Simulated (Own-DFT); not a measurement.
## Calculated data, Si$_{2}$SnGe$_{13}$ (diamond-structure random alloy, atoms displaced)

Computed with Own-DFT development build. A calculation, not a measurement: plane-wave density functional theory by an unreviewed code, no spin, of a simulated periodic cell, stress positive in tension, run twice, with PBE and with PBEsol, both on files made for PBE, so the change isn't that of files made for PBEsol, forces on such cells moved up to 12 meV/angstrom on a denser k mesh; the far tail of each file's local potential was reset to the Coulomb form; each entry is a single point on an unrelaxed cell, so the pressure reflects the starting lattice, mostly measured values (interpolated for alloys), from which strain is counted, and rises with the displacements; printed positions are rounded, which can move forces by about a meV/angstrom; the program, named Own-DFT, is a retired in-house code; no spin-orbit coupling; stress was not checked against mesh or cutoff.

```xyz
64
Lattice="11.3631 0.0000 0.0000 0.0000 11.3631 0.0000 0.0000 0.0000 11.3631" Properties=species:S:1:pos:R:3:PBE_force_x:R:1:PBE_force_y:R:1:PBE_force_z:R:1:PBEsol_force_x:R:1:PBEsol_force_y:R:1:PBEsol_force_z:R:1 formula=Si2SnGe13 functional=PBE,then_PBEsol potential_files=PseudoDojo_norm-conserving,scalar-relativistic,standard_set wave_cutoff=49 occupations=Fermi-Dirac smearing_width=0.1 k_mesh=3_x_3_x_3_centred_on_Gamma PBE_pressure=4.11 PBE_stress_xx=-4.06 PBE_stress_yy=-4.18 PBE_stress_zz=-4.09 PBE_stress_yz=0.27 PBE_stress_xz=0 PBE_stress_xy=0 PBEsol_pressure=1.28 PBEsol_stress_xx=-1.23 PBEsol_stress_yy=-1.34 PBEsol_stress_zz=-1.26 PBEsol_stress_yz=0.26 PBEsol_stress_xz=-0.01 PBEsol_stress_xy=0 rms_change_of_force_components_from_PBE_to_PBEsol=0.034
Sn    11.3455    11.3631    11.3571     -0.181     -0.325     -0.425     -0.131     -0.358     -0.369
Ge     0.0077     2.8235     2.8280     -0.212      0.118      0.194       -0.2      0.117      0.188
Ge     2.8107    11.3161     2.8750      0.176     -0.014     -0.385       0.17      0.004     -0.371
Ge     2.8134     2.8121    11.3439      1.002     -0.948      1.842      0.982     -0.922      1.781
Ge     1.4264     1.3829     1.4523      0.852      0.886      0.637      0.825      0.861      0.618
Ge     1.4083     4.2865     4.2379      0.154     -0.532      0.068      0.145     -0.511      0.069
Ge     4.2154     1.4308     4.1861       0.59      0.062      0.516      0.566      0.055      0.506
Ge     4.2572     4.2365     1.4106     -0.107      0.326      0.031     -0.096       0.31      0.024
Ge    11.3543    11.3361     5.6947     -1.115     -0.672     -0.955     -1.075     -0.656     -0.926
Ge     0.0251     2.8223     8.5469     -1.706      0.333      0.053      -1.59      0.325      0.048
Ge     2.8247     0.0169     8.5054      0.958     -1.491      1.072       0.93     -1.446      1.038
Ge     2.8299     2.8424     5.6760      0.885      1.018      -1.44       0.86       0.99     -1.395
Sn     1.4273     1.4018     7.0660     -0.373      0.309      0.081     -0.357      0.299      0.083
Sn     1.4912     4.2928     9.9648     -1.071     -0.432     -0.164     -1.038     -0.421      -0.16
Ge     4.1812     1.4106     9.9780      0.454     -0.087     -0.487      0.436     -0.083     -0.468
Ge     4.2105     4.2483     7.0846      0.373      0.368      0.163      0.358       0.35      0.163
Ge     0.0185     5.7139    11.3288     -0.903      0.445      1.274     -0.876      0.435      1.239
Ge    11.3437     8.4751     2.8244       0.31      0.199      0.142      0.296      0.188      0.138
Ge     2.7924     5.7116     2.8408       1.12     -0.169      0.248      1.044     -0.195      0.207
Ge     2.8108     8.5197    11.3444      0.539      0.109      0.121       0.52      0.099      0.109
Ge     1.4389     7.0737     1.4078     -0.317      0.564     -0.077     -0.311      0.546     -0.075
Ge     1.3818     9.9416     4.2962     -0.746      0.176     -1.092      -0.72      0.178     -1.059
Si     4.3309     7.0980     4.2438     -0.151     -1.416     -0.534     -0.144     -1.386     -0.524
Ge     4.3095     9.9927     1.3756     -0.845     -0.888      0.674     -0.823      -0.86      0.651
Ge     0.0220     5.6301     5.6729      -0.55      0.002      0.847     -0.496      0.028      0.778
Si    11.3535     8.4799     8.5671      0.133     -0.249     -0.543      0.134     -0.243     -0.529
Ge     2.8347     5.7047     8.5613      1.574      1.182     -1.519      1.525      1.142     -1.476
Sn     2.8860     8.4969     5.6762     -0.228     -0.424     -0.742     -0.268     -0.361     -0.671
Ge     1.4448     7.0940     7.1096     -1.455     -0.678      1.007     -1.376     -0.689      0.952
Ge     1.4030     9.8670     9.8815      0.554     -0.168     -0.445      0.578     -0.131      -0.39
Ge     4.2999     7.1159     9.9546      0.197      0.189     -0.085      0.151       0.15     -0.049
Ge     4.2319     9.9325     7.0859      1.706      1.145      1.628      1.623      1.146      1.548
Ge     5.6272     0.0259    11.3497      0.772      0.315     -0.234      0.742      0.308     -0.222
Ge     5.7239     2.8573     2.8066     -0.143      0.297      0.767     -0.175      0.253      0.701
Ge     8.4662    11.2790     2.8139       0.21       0.69     -0.226      0.204      0.664      -0.21
Ge     8.5706     2.8234    11.3440      -0.02      0.337       -0.5     -0.057      0.357     -0.448
Ge     7.0787     1.4731     1.3744      0.417     -0.693      0.079      0.397     -0.667      0.077
Si     7.1220     4.2310     4.3217     -0.161      0.445     -0.935     -0.158      0.433     -0.914
Ge     9.9162     1.3858     4.2676     -0.048     -0.135      -0.39     -0.041      -0.13     -0.373
Ge     9.9550     4.3071     1.4276      0.172     -0.479     -0.372       0.16     -0.462     -0.361
Ge     5.6713     0.0500     5.7297     -0.305     -0.345     -0.697     -0.298     -0.335     -0.671
Ge     5.6352     2.8390     8.5516     -0.216     -0.095     -0.221     -0.207     -0.089     -0.219
Ge     8.5216     0.0041     8.4968      0.402      0.444      0.249      0.359      0.404      0.217
Ge     8.5302     2.8702     5.6556      0.238      0.048      0.891      0.236     -0.021      0.867
Ge     7.0615     1.4381     7.1153      0.445      0.318     -0.001      0.423      0.296     -0.003
Ge     7.0773     4.2673     9.8826      0.631      0.062      0.432      0.603      0.062      0.428
Si     9.9694     1.4465     9.9027     -1.116      0.408       -0.6     -1.094      0.403     -0.591
Si     9.9598     4.2455     7.2023      0.034      0.019     -0.963      0.038      0.018     -0.941
Ge     5.7279     5.6776     0.0187     -0.444     -0.228      -0.32     -0.433     -0.221     -0.311
Ge     5.6172     8.4534     2.8653      0.855      0.797     -0.459      0.869       0.81     -0.487
Ge     8.4828     5.6666     2.7664      0.069     -0.369      1.347      0.101      -0.33      1.266
Si     8.5435     8.5107     0.0037     -0.519     -0.207     -0.267     -0.505     -0.202     -0.258
Ge     7.1160     7.0779     1.4121     -0.079      0.876     -0.264     -0.105      0.804     -0.225
Ge     7.1178     9.9402     4.2920     -0.529     -0.486      0.312     -0.536     -0.434      0.263
Ge     9.9677     7.0548     4.2499     -0.674      0.084      0.215     -0.613       0.06      0.171
Ge     9.9102     9.8565     1.4017     -0.621     -0.384      0.678     -0.565     -0.341      0.698
Ge     5.7002     5.6741     5.6618     -0.093     -0.197     -0.023     -0.091     -0.191      0.043
Si     5.6860     8.5507     8.5420      -0.01      0.117     -0.076     -0.014      0.115     -0.075
Ge     8.5564     5.7344     8.4822     -0.203     -0.653      0.124     -0.233     -0.602      0.155
Si     8.5306     8.4984     5.6529      0.304      0.087      0.451      0.296      0.084      0.439
Ge     7.0830     7.1170     7.1206      0.105      0.669     -0.366       0.11      0.584     -0.354
Ge     7.1206     9.9837     9.9543     -0.097     -0.702      0.079     -0.094     -0.619      0.072
Ge     9.9497     7.0786     9.9602     -0.255      0.798     -0.055     -0.241      0.708     -0.053
Ge    10.0133     9.9257     7.1534     -0.738     -0.773     -0.359     -0.719     -0.681     -0.357
```

Units: wave_cutoff in hartree; smearing_width in eV; PBE_pressure, PBE_stress_xx, PBE_stress_yy, PBE_stress_zz, PBE_stress_yz, PBE_stress_xz, PBE_stress_xy, PBEsol_pressure, PBEsol_stress_xx, PBEsol_stress_yy, PBEsol_stress_zz, PBEsol_stress_yz, PBEsol_stress_xz, PBEsol_stress_xy in GPa; rms_change_of_force_components_from_PBE_to_PBEsol, PBE_force_x, PBE_force_y, PBE_force_z, PBEsol_force_x, PBEsol_force_y, PBEsol_force_z in eV/Å.
